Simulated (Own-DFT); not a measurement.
# What a defect does to the pressure of its cell: 2H SiC

Calculated, not measured: single-point runs of Own-DFT, a retired in-house plane-wave DFT program that no person has reviewed, on unrelaxed cells, without spin or spin-orbit coupling.

Settings: PBE; PseudoDojo norm-conserving scalar-relativistic files; cutoff 42 hartree; 4 x 4 x 3 k mesh centred on Gamma; Fermi-Dirac smearing of 0.1 eV.

Keep in mind (not all hold for every row): some atoms lie very close together; not probed for a lower state with spin; forces on such cells passed a denser k mesh, each cell not checked; stress not checked against mesh or cutoff.

All runs share one cell, with vectors in Å (9.248, 0.000, 0.000); (-4.624, 8.009, 0.000); (0.000, 0.000, 10.068) and a volume of 745.7 Å³. u is the rms random offset of the atoms per axis. The defect's site can differ from row to row.

```
cell,formula,u (Å),P (GPa)
no defect,C36Si36,0.0294,3.80
no defect,C36Si36,0.0303,3.80
no defect,C36Si36,0.0615,6.89
two Al on a Si site each,Al2C36Si34,0.0305,5.94
two Al on a Si site each,Al2C36Si34,0.0310,?
two Al on a Si site each,Al2C36Si34,0.0468,6.98
two Al on a Si site each,Al2C36Si34,0.0538,7.56
two N on a C site each,C34N2Si36,0.0304,2.92
two N on a C site each,C34N2Si36,0.0309,2.99
two N on a C site each,C34N2Si36,0.0460,4.01
one Si on a C site,C35Si37,0.0306,10.38
one Si on a C site,C35Si37,0.0311,10.14
one Si on a C site,C35Si37,0.0509,12.23
one C on a Si site,C37Si35,0.0286,2.07
one C on a Si site,C37Si35,0.0303,2.01
one C on a Si site,C37Si35,0.0542,3.37
```

## Analysis

P = P0 + c u² + a shift for each defect gives P0 = 3.07 GPa, c = 946 ± 67 GPa/Å² and a scatter of 0.24 GPa. The shifts, and each times the cell's volume:

- one Si on a C site: 6.42 ± 0.20 GPa, 29.9 eV
- two Al on a Si site each: 1.86 ± 0.20 GPa, 8.6 eV (4.3 eV for each of its 2 sites)
- two N on a C site each: -1.03 ± 0.20 GPa, -4.8 eV (-2.4 eV for each of its 2 sites)
- one C on a Si site: -2.06 ± 0.20 GPa, -9.6 eV

Positive is outwards. The product with the volume (160.2 GPa Å³ to the eV) is nearly free of the cell's size; divided by the bulk modulus at the cell's pressure it gives the volume that the defect adds. The atoms around the defects weren't relaxed, which would change these numbers.

## Check

Q: what pressure belongs in the blank (two Al on a Si site each, u = 0.0310 Å)?

Estimate: 5.84 ± 0.29 GPa. Computed: 6.05 GPa.
